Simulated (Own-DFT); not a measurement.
# How strain changes the stress of wurtzite AlGaN with randomly placed atoms, 96 atoms (Al36Ga12N48)

Calculated results; nothing here was measured. They come from Own-DFT, an in-house plane-wave density functional program, since retired, whose code no person has reviewed. Each row is one single-point run on a periodic cell that was not relaxed, without spin or spin-orbit coupling.

Settings of every run: PBE; PseudoDojo norm-conserving scalar-relativistic files (stringent for Ga); cutoff 96 hartree; 3 x 4 x 3 k mesh centred on Gamma; Gaussian smearing of 0.01 eV.

Known limits: k mesh not checked against a denser one; stress not checked against mesh or cutoff.

Unstrained cell vectors in Å: (12.525, 0.000, 0.000); (-4.697, 8.135, 0.000); (0.000, 0.000, 10.066). The unstrained cell has measured lattice constants (interpolated for alloys), not those of this functional. That, the random moves and any unrelaxed bonds set the pressure at no strain. Each run strains this cell uniformly, with the atoms carried along. Every atom was also moved at random, by a Gaussian of width 0.05 Å on each axis. The random placing of the alloy's atoms differs from row to row. Strain is the symmetric tensor, in per cent. Stress is positive in tension, and the pressure is minus a third of its trace.

| run | e_xx (%) | e_yy (%) | e_zz (%) | s_xx (GPa) | s_yy (GPa) | s_zz (GPa) | P (GPa) | E (meV/atom) |
|---|---|---|---|---|---|---|---|---|
| 1 | -2.75 | -2.75 | 0.00 | -24.25 | -23.38 | -11.77 | 19.80 | 66.1 |
| 2 | 1.00 | 1.00 | 0.00 | -1.29 | -1.29 | -4.08 | 2.22 | 2.0 |
| 3 | 3.00 | 3.00 | 0.00 | 8.69 | 9.26 | -3.20 | -4.92 | 0.0 |
| 4 | 2.25 | 2.25 | 0.00 | 4.76 | 5.76 | -3.32 | -2.40 | 5.1 |
| 5 | 2.50 | 2.50 | 0.00 | 6.61 | 5.30 | -3.94 | -2.65 | 25.6 |
| 6 | -1.25 | -1.25 | 0.00 | -14.88 | -14.25 | -7.37 | 12.17 | 29.5 |
| 7 | 0.50 | 0.50 | 0.00 | -4.85 | -3.13 | -5.46 | 4.48 | 16.8 |
| 8 | 1.75 | 1.75 | 0.00 | 3.27 | 2.08 | -3.14 | -0.74 | 0.7 |
| 9 | -2.25 | -2.25 | 0.00 | ? | ? | ? | ? | ? |

E is the free energy for each atom above the lowest run shown.

## Worked fit

The change of volume is close to e_xx + e_yy + e_zz. A straight line through the runs shown gives P = 7.31 - 213 x (fractional change of volume) GPa, with an error of 7 on the slope and a scatter of 0.79 GPa. The strain isn't the same on all axes and the cell isn't cubic, so the slope belongs to this path and is not the bulk modulus.

## Withheld run

Question: what pressure should run 9 give? Its volume changes by -4.45 %.

The line gives 16.8 GPa. The calculation gave 17.05 GPa.
